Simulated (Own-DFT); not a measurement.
# One host, several defects: zincblende InP

Calculated, not measured: single-point runs of Own-DFT, a retired in-house plane-wave DFT program that no person has reviewed, on unrelaxed cells, without spin or spin-orbit coupling.

Settings: PBE; PseudoDojo norm-conserving scalar-relativistic files; cutoff 36 hartree; 2 x 3 x 3 k mesh centred on Gamma; Fermi-Dirac smearing of 0.1 eV.

Limits (not all hold for every row): not probed for a lower state with spin; forces on such cells failed a check on a denser k mesh; forces not confirmed at this smearing and k mesh; stress not checked against mesh or cutoff.

All runs share one cell, with vectors in Å (17.606, 0.000, 0.000); (0.000, 11.737, 0.000); (0.000, 0.000, 11.737) and a volume of 2425.5 Å³. The atoms are randomly displaced, by u rms on each axis. The defect's site can differ from row to row.

```
                                      cell  formula   u (Å)  P (GPa)
                                 no defect  In48P48  0.0200     3.21
                                 no defect  In48P48  0.0213     3.21
                                 no defect  In48P48  0.0516     3.56
one In on a P site and one P on an In site  In48P48  0.0304     3.56
one In on a P site and one P on an In site  In48P48  0.0314     3.50
one In on a P site and one P on an In site  In48P48  0.0528     3.87
                  two P on an In site each  In46P50  0.0303     3.05
                  two P on an In site each  In46P50  0.0304     3.06
                  two P on an In site each  In46P50  0.0461        ?
                  two P on an In site each  In46P50  0.0490     3.28
```

## Working it out

P = P0 + c u² + a shift for each defect gives P0 = 3.13 GPa, c = 165 ± 10 GPa/Å² and a scatter of 0.03 GPa. The shifts, and each times the cell's volume:

- one In on a P site and one P on an In site: 0.25 ± 0.02 GPa, 3.8 eV
- two P on an In site each: -0.23 ± 0.02 GPa, -3.5 eV (-1.8 eV for each of its 2 sites)

Positive is outwards. The product with the volume (160.2 GPa Å³ to the eV) is nearly free of the cell's size; divided by the bulk modulus at the cell's pressure it gives the volume that the defect adds. The atoms around the defects weren't relaxed, which would change these numbers.

## Check

Asked: what pressure belongs in the blank (two P on an In site each, u = 0.0461 Å)?

The fitted form gives 3.25 ± 0.03 GPa. The run itself gave 3.22 GPa.
